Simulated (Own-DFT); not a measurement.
# Computed records: Al3GaN4 (wurtzite random alloy, strained, atoms displaced), SiGe (layered order of Si and Ge on the diamond lattice, atoms displaced)

All values are calculated (Own-DFT development build). A calculation, not a measurement: plane-wave density functional theory by an unreviewed code, no spin, of a simulated periodic cell, stress positive in tension, run twice, with PBE and with PBEsol, both on files made for PBE, so the change isn't that of files made for PBEsol, forces on such cells passed a denser k mesh, this cell's mesh not checked; the far tail of each file's local potential was reset to the Coulomb form; each entry is a single point on an unrelaxed cell, so the pressure reflects the starting lattice, mostly measured values (interpolated for alloys), from which strain is counted, and rises with the displacements; printed positions are rounded, which can move forces by about a meV/angstrom; the program, named Own-DFT, is a retired in-house code; no spin-orbit coupling; stress was not checked against mesh or cutoff.

Common to all runs: functional PBE, then PBEsol; potential files PseudoDojo norm-conserving, scalar-relativistic, standard set; wave cutoff 42 hartree; occupations Fermi-Dirac; smearing width 0.1 eV.

(1) Al3GaN4 (wurtzite random alloy, strained, atoms displaced)

```
Al3GaN4
1.0
      9.5581     0.0000     0.0000
     -4.7791     8.2776     0.0000
      0.0000     0.0000    10.0655
Al Ga N Al N Ga Al N Al N Al N Al N Al Ga N Al N Al N Al N Al N Ga N Ga N Al N Al N Al N Al N Ga N
1 1 2 2 2 1 1 2 2 2 2 2 2 2 1 1 2 2 2 2 2 2 2 2 2 2 2 2 2 2 2 2 2 2 2 2 2 2 2
Direct
  0.11200 0.22424 0.00287
  0.22424 0.10992 0.25265
  0.10980 0.22053 0.19301
  0.23911 0.12245 0.43942
  0.10603 0.22438 0.49685
  0.22374 0.11631 0.74041
  0.10564 0.21197 0.68863
  0.21458 0.10394 0.94152
  0.11517 0.56667 0.00243
  0.22098 0.44378 0.25963
  0.12181 0.55651 0.18770
  0.21938 0.45040 0.43823
  0.11091 0.55974 0.50890
  0.21637 0.43841 0.75045
  0.12118 0.56932 0.68996
  0.22497 0.43951 0.93778
  0.11539 0.89446 0.99996
  0.23552 0.78156 0.25113
  0.10814 0.88371 0.19741
  0.22254 0.78445 0.43136
  0.11006 0.89311 0.49928
  0.21499 0.76824 0.74660
  0.11637 0.88915 0.68883
  0.22156 0.78133 0.94505
  0.43909 0.21962 0.99379
  0.56292 0.11802 0.24677
  0.44258 0.21424 0.18328
  0.54869 0.10772 0.45017
  0.45148 0.22369 0.49424
  0.56044 0.11219 0.75399
  0.44051 0.21616 0.68350
  0.56166 0.11561 0.93338
  0.44344 0.55779 0.99736
  0.55206 0.44431 0.24770
  0.43835 0.55939 0.18192
  0.55381 0.44757 0.44689
  0.44362 0.55840 0.49653
  0.56467 0.44970 0.75072
  0.45330 0.55864 0.69477
  0.54044 0.43089 0.94253
  0.44910 0.88201 0.00849
  0.55347 0.79238 0.25671
  0.45021 0.89217 0.19233
  0.55693 0.78279 0.44249
  0.45778 0.90636 0.50266
  0.55264 0.77612 0.74597
  0.45770 0.89301 0.69090
  0.55342 0.77580 0.94122
  0.78517 0.22952 0.00147
  0.88638 0.11186 0.24746
  0.77970 0.21820 0.18943
  0.88407 0.10752 0.44458
  0.76960 0.20814 0.50103
  0.88750 0.10740 0.75480
  0.77496 0.22784 0.69144
  0.88343 0.10623 0.94134
  0.77108 0.54871 0.99514
  0.88583 0.44576 0.25864
  0.77525 0.54937 0.18960
  0.88574 0.43944 0.43789
  0.78676 0.56153 0.50492
  0.88548 0.44221 0.75622
  0.77938 0.55781 0.69695
  0.89545 0.44126 0.92890
  0.77826 0.89184 0.99238
  0.88421 0.77863 0.24918
  0.77236 0.88416 0.18277
  0.89309 0.78018 0.43027
  0.78766 0.89278 0.50812
  0.87801 0.77233 0.74295
  0.78341 0.89423 0.69858
  0.88095 0.77455 0.93478
```

| Item | Value |
| --- | --- |
| k mesh | 4 x 4 x 3 centred on Gamma |
| PBE pressure | -0.22 GPa |
| PBE stress xx | 4.09 GPa |
| PBE stress yy | 1.84 GPa |
| PBE stress zz | -5.27 GPa |
| PBE stress yz | 0.68 GPa |
| PBE stress xz | -0.35 GPa |
| PBE stress xy | 1.38 GPa |
| PBEsol pressure | -3.21 GPa |
| PBEsol stress xx | 7.02 GPa |
| PBEsol stress yy | 4.85 GPa |
| PBEsol stress zz | -2.23 GPa |
| PBEsol stress yz | 0.67 GPa |
| PBEsol stress xz | -0.33 GPa |
| PBEsol stress xy | 1.36 GPa |
| rms change of force components from PBE to PBEsol | 0.066 eV/Å |

Force:
| force element | PBE force x (eV/Å) | PBE force y (eV/Å) | PBE force z (eV/Å) | PBEsol force x (eV/Å) | PBEsol force y (eV/Å) | PBEsol force z (eV/Å) |
| --- | --- | --- | --- | --- | --- | --- |
| Al | 0.094 | -0.509 | -0.312 | 0.071 | -0.515 | -0.314 |
| Ga | -0.22 | -0.49 | -0.827 | -0.208 | -0.492 | -0.788 |
| N | 0.035 | 1.074 | -0.126 | 0.03 | 0.917 | -0.014 |
| N | -2.256 | -0.865 | 1.401 | -2.255 | -0.869 | 1.229 |
| Al | 1.201 | 0.042 | 0.033 | 1.206 | 0.034 | 0.004 |
| Al | 0.86 | -1.196 | 1.104 | 0.848 | -1.199 | 1.111 |
| N | -0.944 | 1.439 | -0.351 | -0.949 | 1.422 | -0.349 |
| N | 0.064 | 1.361 | -0.81 | 0.058 | 1.373 | -0.818 |
| Ga | 0.675 | -1.509 | -0.463 | 0.664 | -1.478 | -0.437 |
| Al | 0.254 | 0.197 | -2.79 | 0.263 | 0.178 | -2.798 |
| N | -1.399 | -0.102 | 2.041 | -1.403 | -0.092 | 1.848 |
| N | 0.232 | -0.469 | 2.129 | 0.221 | -0.46 | 2.145 |
| Al | -0.028 | 0.541 | -2.416 | -0.03 | 0.54 | -2.423 |
| Al | 0.924 | 0.513 | -0.112 | 0.906 | 0.522 | -0.138 |
| N | -0.29 | -3.597 | 0.241 | -0.295 | -3.62 | 0.267 |
| N | -0.591 | 0.103 | -0.231 | -0.685 | 0.172 | -0.172 |
| Al | -0.894 | -1.274 | 0.513 | -0.908 | -1.289 | 0.515 |
| Al | -1.862 | -0.618 | -0.744 | -1.845 | -0.6 | -0.78 |
| N | 0.225 | -0.394 | -1.311 | 0.235 | -0.249 | -1.236 |
| N | 0.051 | -0.761 | 2.229 | 0.144 | -0.698 | 2.28 |
| Al | 1.303 | 0.269 | -0.766 | 1.278 | 0.285 | -0.78 |
| Al | 0.707 | 3.768 | 1.346 | 0.721 | 3.774 | 1.354 |
| N | -0.446 | 0.019 | -0.47 | -0.556 | -0.035 | -0.412 |
| N | 0.79 | 1.189 | -1.082 | 0.797 | 1.006 | -1.015 |
| Al | 0.396 | -1.271 | 0.086 | 0.401 | -1.291 | 0.081 |
| Ga | -0.795 | -0.533 | 0.506 | -0.781 | -0.552 | 0.481 |
| N | -0.116 | 1.734 | 0.304 | -0.104 | 1.578 | 0.421 |
| N | 1.471 | 3.569 | -2.369 | 1.477 | 3.299 | -2.403 |
| Al | -1.009 | 0.954 | 1.341 | -0.998 | 0.962 | 1.307 |
| Al | -0.981 | -0.201 | -1.245 | -0.971 | -0.197 | -1.277 |
| N | 0.709 | 1.063 | 1.035 | 0.722 | 1.057 | 1.028 |
| N | -0.862 | -0.865 | 2.089 | -0.728 | -0.792 | 2.165 |
| Al | 0.051 | -0.518 | -0.192 | 0.055 | -0.511 | -0.225 |
| Al | -0.253 | 0.205 | -0.212 | -0.258 | 0.192 | -0.208 |
| N | 0.707 | -0.193 | 2.229 | 0.69 | -0.17 | 2.227 |
| N | 0.927 | 0.218 | -1.135 | 0.932 | 0.22 | -1.114 |
| Al | 0.173 | 0.139 | 0.819 | 0.159 | 0.15 | 0.824 |
| Al | -1.531 | -1.712 | -0.171 | -1.523 | -1.703 | -0.172 |
| N | -0.903 | -1.719 | -1.243 | -0.911 | -1.532 | -1.172 |
| N | 1.153 | 1.97 | -0.696 | 1.133 | 1.969 | -0.682 |
| Al | -0.963 | 1.166 | -1.89 | -0.966 | 1.18 | -1.892 |
| Al | 2.413 | -1.976 | -0.888 | 2.42 | -1.955 | -0.881 |
| N | -0.734 | 0.192 | -0.193 | -0.744 | 0.366 | -0.137 |
| N | 0.545 | -0.619 | -0.135 | 0.528 | -0.46 | -0.007 |
| Ga | -1.027 | -4.2 | 0.577 | -0.98 | -4.095 | 0.57 |
| Ga | 0.529 | 0.087 | 1.008 | 0.518 | 0.083 | 0.987 |
| N | -2.477 | 0.41 | 0.695 | -2.315 | 0.311 | 0.584 |
| N | 0.273 | 0.12 | 0.373 | 0.287 | 0.121 | 0.214 |
| Ga | -0.501 | -0.964 | -0.847 | -0.48 | -0.961 | -0.828 |
| Ga | 1.194 | -1.295 | 0.153 | 1.161 | -1.274 | 0.146 |
| N | -0.641 | 2.21 | 0.846 | -0.626 | 2.037 | 0.784 |
| N | 0.353 | 1.173 | -0.187 | 0.365 | 0.983 | -0.276 |
| Al | -0.286 | 1.786 | 0.549 | -0.29 | 1.768 | 0.527 |
| Al | -0.407 | 1.112 | -0.248 | -0.426 | 1.134 | -0.262 |
| N | 1.366 | -0.523 | -0.332 | 1.358 | -0.526 | -0.319 |
| N | 1.239 | 0.855 | -0.199 | 1.1 | 0.953 | -0.126 |
| Al | 0.076 | 0.485 | 0.343 | 0.088 | 0.467 | 0.325 |
| Al | 1.004 | 0.295 | -2.069 | 1.016 | 0.285 | -2.104 |
| N | -0.208 | 0.217 | -0.168 | -0.211 | 0.225 | -0.162 |
| N | 0.09 | 0.126 | 2.133 | 0.098 | 0.109 | 2.156 |
| Al | -0.833 | -0.779 | -1.011 | -0.839 | -0.76 | -1.002 |
| Al | 0.504 | 0.327 | -2.843 | 0.524 | 0.347 | -2.888 |
| N | 0.689 | -1.725 | -1.459 | 0.692 | -1.512 | -1.38 |
| N | -1.294 | 1.276 | 2.784 | -1.164 | 1.183 | 2.942 |
| Al | -0.062 | -1.217 | 0.751 | -0.073 | -1.209 | 0.731 |
| Al | 0.439 | -0.261 | -1.634 | 0.423 | -0.253 | -1.644 |
| N | -0.185 | 0.015 | 0.801 | -0.197 | 0.148 | 0.834 |
| N | 0.14 | -0.462 | 2.376 | 0.022 | -0.39 | 2.433 |
| Ga | -0.798 | -1.029 | -0.95 | -0.799 | -0.997 | -0.934 |
| Ga | 2.08 | 1.575 | 1.555 | 2.017 | 1.532 | 1.549 |
| N | -0.903 | 0.318 | -0.753 | -0.866 | 0.118 | -0.816 |
| N | 0.756 | -0.267 | 1.486 | 0.759 | -0.263 | 1.315 |

(2) SiGe (layered order of Si and Ge on the diamond lattice, atoms displaced)

```
SiGe
1.0
     11.0890     0.0000     0.0000
      0.0000    11.0890     0.0000
      0.0000     0.0000    11.0890
Ge Si Ge Si Ge Si Ge Si
8 8 8 8 8 8 8 8
Direct
  0.00267 0.00081 0.99696
  0.00769 0.24743 0.24794
  0.24910 0.99790 0.24982
  0.24912 0.24913 0.99759
  0.12206 0.12813 0.12459
  0.12861 0.37007 0.37640
  0.37433 0.12342 0.37243
  0.37689 0.37263 0.12846
  0.00015 0.99651 0.49950
  0.00303 0.25410 0.75336
  0.25125 0.99986 0.74743
  0.24886 0.25102 0.50084
  0.12314 0.12590 0.62769
  0.12762 0.37243 0.87655
  0.37503 0.12427 0.88000
  0.37454 0.37335 0.62554
  0.99918 0.50096 0.99841
  0.99931 0.74758 0.25093
  0.24583 0.50087 0.25338
  0.25042 0.75191 0.99460
  0.12713 0.62383 0.12655
  0.12482 0.87746 0.37914
  0.37631 0.62102 0.37572
  0.37434 0.87355 0.12188
  0.99998 0.50187 0.50044
  0.00133 0.75306 0.75269
  0.25018 0.50093 0.75357
  0.24715 0.74995 0.49546
  0.12777 0.62237 0.62794
  0.12484 0.87727 0.87541
  0.37662 0.62649 0.87195
  0.37663 0.87879 0.62870
  0.49582 0.99941 0.99781
  0.49911 0.25157 0.25111
  0.74929 0.00157 0.24529
  0.75143 0.24862 0.99637
  0.62539 0.12722 0.12703
  0.62488 0.37928 0.37713
  0.87024 0.12435 0.37678
  0.87369 0.37507 0.12555
  0.49701 0.00232 0.49924
  0.50135 0.25010 0.74766
  0.75330 0.00092 0.75607
  0.75099 0.25132 0.50041
  0.62765 0.11933 0.62421
  0.62883 0.38033 0.87693
  0.87029 0.12637 0.87346
  0.87462 0.37354 0.62557
  0.49963 0.49955 0.99779
  0.50041 0.74895 0.25012
  0.74770 0.49961 0.25078
  0.74957 0.74735 0.00197
  0.62759 0.63093 0.12256
  0.62662 0.87699 0.37672
  0.87967 0.62406 0.37319
  0.87085 0.87060 0.12198
  0.50383 0.49994 0.49585
  0.50794 0.74479 0.75024
  0.74613 0.50107 0.75584
  0.74899 0.75174 0.50131
  0.63174 0.62632 0.62205
  0.62451 0.87181 0.87544
  0.87600 0.62630 0.87560
  0.87420 0.87302 0.62676
```

| Property | Result |
| --- | --- |
| k mesh | 3 x 3 x 3 centred on Gamma |
| PBE pressure | 2.94 GPa |
| PBE stress xx | -2.91 GPa |
| PBE stress yy | -2.94 GPa |
| PBE stress zz | -2.96 GPa |
| PBE stress yz | 0.11 GPa |
| PBE stress xz | 0.02 GPa |
| PBE stress xy | 0.31 GPa |
| PBEsol pressure | 0.65 GPa |
| PBEsol stress xx | -0.62 GPa |
| PBEsol stress yy | -0.65 GPa |
| PBEsol stress zz | -0.67 GPa |
| PBEsol stress yz | 0.11 GPa |
| PBEsol stress xz | 0.01 GPa |
| PBEsol stress xy | 0.29 GPa |
| rms change of force components from PBE to PBEsol | 0.043 eV/Å |

Force:
| force element | PBE force x (eV/Å) | PBE force y (eV/Å) | PBE force z (eV/Å) | PBEsol force x (eV/Å) | PBEsol force y (eV/Å) | PBEsol force z (eV/Å) |
| --- | --- | --- | --- | --- | --- | --- |
| Ge | -0.863 | 0.009 | -0.116 | -0.841 | 0.019 | -0.037 |
| Ge | -1.616 | 0.542 | 0.81 | -1.559 | 0.526 | 0.773 |
| Ge | -0.133 | 0.146 | -0.402 | -0.126 | 0.147 | -0.391 |
| Ge | 0.382 | 0.056 | 0.191 | 0.368 | 0.049 | 0.272 |
| Ge | 0.897 | -0.964 | -0.478 | 0.868 | -0.929 | -0.455 |
| Ge | -0.659 | 0.647 | 0.651 | -0.644 | 0.637 | 0.543 |
| Ge | -0.2 | 0.352 | 0.807 | -0.197 | 0.345 | 0.703 |
| Ge | -0.676 | 0.631 | -0.534 | -0.653 | 0.608 | -0.51 |
| Si | -0.53 | 0.666 | 1.03 | -0.515 | 0.652 | 0.92 |
| Si | -0.545 | -0.488 | -0.335 | -0.54 | -0.481 | -0.321 |
| Si | -0.145 | 0.338 | 0.588 | -0.144 | 0.339 | 0.587 |
| Si | 0.414 | -0.625 | 0.714 | 0.401 | -0.614 | 0.606 |
| Si | 0.043 | -0.098 | -0.309 | 0.037 | -0.098 | -0.311 |
| Si | -0.241 | 0.72 | -0.465 | -0.227 | 0.707 | -0.356 |
| Si | -0.106 | 0.249 | -1.615 | -0.104 | 0.245 | -1.494 |
| Si | 0.187 | 0.419 | -0.108 | 0.183 | 0.421 | -0.114 |
| Ge | 0.197 | -0.224 | -0.218 | 0.192 | -0.22 | -0.131 |
| Ge | 0.392 | 0.775 | -0.318 | 0.373 | 0.741 | -0.312 |
| Ge | 0.716 | -0.487 | -0.256 | 0.698 | -0.475 | -0.25 |
| Ge | -0.121 | -0.414 | -0.09 | -0.109 | -0.398 | -0.005 |
| Ge | -0.192 | 0.358 | -0.609 | -0.193 | 0.343 | -0.579 |
| Ge | -0.208 | -0.427 | -0.304 | -0.196 | -0.415 | -0.38 |
| Ge | -0.151 | 0.518 | 0.344 | -0.154 | 0.505 | 0.25 |
| Ge | -0.013 | -0.069 | 0.433 | -0.013 | -0.063 | 0.42 |
| Si | 0.249 | -0.583 | 0.656 | 0.24 | -0.568 | 0.552 |
| Si | -0.033 | -0.423 | -0.289 | -0.029 | -0.417 | -0.281 |
| Si | 0.242 | -0.363 | -0.329 | 0.238 | -0.364 | -0.314 |
| Si | 0.737 | -0.148 | 1.438 | 0.723 | -0.138 | 1.324 |
| Si | -0.334 | 0.472 | -0.23 | -0.328 | 0.467 | -0.23 |
| Si | 0.252 | 0.029 | -0.922 | 0.252 | 0.035 | -0.807 |
| Si | 0.074 | -0.154 | -0.286 | 0.073 | -0.146 | -0.185 |
| Si | 0.108 | -0.909 | -0.522 | 0.111 | -0.909 | -0.516 |
| Ge | 0.867 | -0.004 | -0.013 | 0.837 | -0.016 | 0.07 |
| Ge | 0.466 | -0.192 | 0.388 | 0.445 | -0.187 | 0.363 |
| Ge | 0.183 | -0.385 | 0.453 | 0.172 | -0.371 | 0.438 |
| Ge | -0.324 | 0.378 | 0.101 | -0.318 | 0.373 | 0.183 |
| Ge | -0.48 | -0.043 | -0.746 | -0.46 | -0.045 | -0.714 |
| Ge | 0.189 | -0.865 | 0.199 | 0.191 | -0.839 | 0.106 |
| Ge | 0.888 | 0.061 | 0.038 | 0.864 | 0.048 | -0.043 |
| Ge | 0.374 | -0.238 | 0.04 | 0.365 | -0.229 | 0.038 |
| Si | 0.351 | -0.31 | 0.618 | 0.339 | -0.3 | 0.509 |
| Si | 0.23 | -0.149 | 0.456 | 0.232 | -0.149 | 0.458 |
| Si | -0.55 | -0.613 | -0.782 | -0.546 | -0.613 | -0.765 |
| Si | -0.344 | -0.124 | 0.687 | -0.344 | -0.125 | 0.581 |
| Si | -0.129 | 0.542 | 0.137 | -0.121 | 0.527 | 0.129 |
| Si | -0.738 | -0.899 | -0.619 | -0.74 | -0.898 | -0.506 |
| Si | 1.231 | 0.054 | -0.326 | 1.218 | 0.072 | -0.223 |
| Si | 0.064 | 0.505 | 0.289 | 0.061 | 0.501 | 0.285 |
| Ge | -0.033 | 0.288 | 0.068 | -0.031 | 0.282 | 0.142 |
| Ge | -0.069 | 0.273 | 0.145 | -0.062 | 0.263 | 0.128 |
| Ge | 0.281 | 0.4 | -0.284 | 0.275 | 0.387 | -0.281 |
| Ge | 0.222 | 0.359 | -1.51 | 0.211 | 0.349 | -1.374 |
| Ge | -0.76 | -1.185 | 0.508 | -0.732 | -1.144 | 0.499 |
| Ge | -0.395 | 0.051 | 0.25 | -0.387 | 0.051 | 0.163 |
| Ge | -0.864 | -0.05 | 0.98 | -0.838 | -0.039 | 0.869 |
| Ge | 0.946 | 0.663 | 0.291 | 0.91 | 0.638 | 0.289 |
| Si | -0.501 | 0.209 | 1.646 | -0.494 | 0.201 | 1.526 |
| Si | -0.622 | 0.534 | -0.45 | -0.611 | 0.521 | -0.443 |
| Si | 0.944 | 0.194 | -0.884 | 0.935 | 0.197 | -0.87 |
| Si | 0.703 | -0.118 | 0.019 | 0.692 | -0.105 | -0.084 |
| Si | -0.569 | -0.535 | 0.192 | -0.558 | -0.538 | 0.179 |
| Si | 0.195 | 0.32 | -0.279 | 0.194 | 0.317 | -0.18 |
| Si | -0.047 | 0.051 | -0.647 | -0.045 | 0.05 | -0.543 |
| Si | 0.169 | 0.275 | 0.106 | 0.163 | 0.272 | 0.101 |
